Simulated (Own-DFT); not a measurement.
# Which defects push the lattice out? zincblende GaAs

Source: density functional calculations with Own-DFT, an unreviewed in-house program that is no longer used. Nothing was measured or relaxed, and spin and spin-orbit coupling are left out.

All runs used: PBE; PseudoDojo norm-conserving scalar-relativistic files; cutoff 42 hartree; 3 x 3 x 3 k mesh centred on Gamma; Fermi-Dirac smearing of 0.1 eV.

Limits (not all hold for every row): not probed for a lower state with spin; forces not confirmed at this smearing and k mesh; stress not checked against mesh or cutoff.

All runs share one cell, with vectors in Å (11.737, 0.000, 0.000); (0.000, 11.737, 0.000); (0.000, 0.000, 10.919) and a volume of 1504.3 Å³, strained against the parent crystal. u is the rms random offset of the atoms per axis. The defect's site can differ from row to row.

```
                             cell     formula   u (Å)  P (GPa)
                        no defect    As32Ga32  0.0312     0.81
                        no defect    As32Ga32  0.0499     0.96
                        no defect    As32Ga32  0.0532     1.04
              one In on a Ga site  As32Ga31In  0.0278     1.32
              one In on a Ga site  As32Ga31In  0.0305     1.30
              one In on a Ga site  As32Ga31In  0.0517     1.63
              one P on an As site   As31Ga32P  0.0292     0.51
              one P on an As site   As31Ga32P  0.0509     0.84
              one P on an As site   As31Ga32P  0.0511     0.90
one As vacancy and one Ga vacancy    As31Ga31  0.0309     0.48
one As vacancy and one Ga vacancy    As31Ga31  0.0317     0.46
one As vacancy and one Ga vacancy    As31Ga31  0.0471        ?
one As vacancy and one Ga vacancy    As31Ga31  0.0541     0.79
              one Al on a Ga site  AlAs32Ga31  0.0316     0.76
              one Al on a Ga site  AlAs32Ga31  0.0469     0.91
              one Al on a Ga site  AlAs32Ga31  0.0504     1.02
```

## What the rows give

P = P0 + c u² + a shift for each defect gives P0 = 0.59 GPa, c = 163 ± 12 GPa/Å² and a scatter of 0.04 GPa. The shifts, and each times the cell's volume:

- one In on a Ga site: 0.58 ± 0.03 GPa, 5.5 eV
- one Al on a Ga site: -0.01 ± 0.03 GPa, -0.1 eV (not resolved)
- one P on an As site: -0.17 ± 0.03 GPa, -1.6 eV
- one As vacancy and one Ga vacancy: -0.29 ± 0.03 GPa, -2.7 eV

Against the defect-free cell, a freed cell would be larger where the shift is positive and smaller where it is negative (160.2 GPa Å³ is 1 eV). The atoms around the defects weren't relaxed, which would change these numbers.

## The run left out

Question: what pressure belongs in the blank (one As vacancy and one Ga vacancy, u = 0.0471 Å)?

From the fit: 0.67 ± 0.05 GPa. DFT gave 0.76 GPa.
